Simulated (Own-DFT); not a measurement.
# Misfit strain and the stress it brings: wurtzite AlGaN with randomly placed atoms, 72 atoms (Al27Ga9N36)

Everything here is calculated. The program is Own-DFT (plane waves, in-house, since retired, never reviewed by a person); positions were held fixed, and spin and spin-orbit coupling were off.

Settings: PBE; PseudoDojo norm-conserving scalar-relativistic files; cutoff 42 hartree; 4 x 4 x 3 k mesh centred on Gamma; Fermi-Dirac smearing of 0.1 eV.

Known weak points: forces on such cells passed a denser k mesh, each cell not checked; stress not checked against mesh or cutoff.

Unstrained cell vectors in Å: (9.394, 0.000, 0.000); (-4.697, 8.135, 0.000); (0.000, 0.000, 10.066). The unstrained cell has measured lattice constants (interpolated for alloys), not those of this functional. That, the random moves and any unrelaxed bonds set the pressure at no strain. Each run strains x and y alike by e, as a substrate would, and holds the height along z. Random moves of width 0.05 Å per axis were added to every atom. The random placing of the alloy's atoms differs from row to row. Stress is positive in tension.

```
e (%),u (Å),(s_xx + s_yy)/2 (GPa),s_zz (GPa)
-3.00,0.045,-26.77,-10.88
-2.75,0.050,-25.20,-11.63
-2.50,0.052,-22.78,-12.04
-0.75,0.052,?,?
0.50,0.052,-4.54,-4.80
0.75,0.052,-2.89,-5.20
2.00,0.053,3.22,-3.35
2.25,0.048,5.36,-3.12
2.50,0.050,6.24,-3.77
3.00,0.048,8.67,-3.77
```

## Fit

With e as a fraction, the in-plane stress is -7.3 + 589 e - 1865 e² GPa (errors 5 and 379, scatter 0.34), and s_zz is -7.0 + 153 e GPa (slope ± 15, scatter 1.03). At e = 0 the first slope is C11 + C12 and the second 2 C13, both with the ions held to the strained lattice and at the cell's own pressure. The term in e² is negative: the layer stiffens under compression and softens under tension. A free layer would change its height as e changes, and the in-plane slope would drop by 2 C13²/C33 to the biaxial modulus. At fixed height, a misfit of 1 % moves the in-plane stress by about 5.9 GPa and s_zz by 1.5 GPa.

## The run left out

Question: what are the two stresses at e = -0.75 %?

The fitted form gives -11.8 and -8.1 GPa. DFT gave -11.73 and -6.88 GPa.
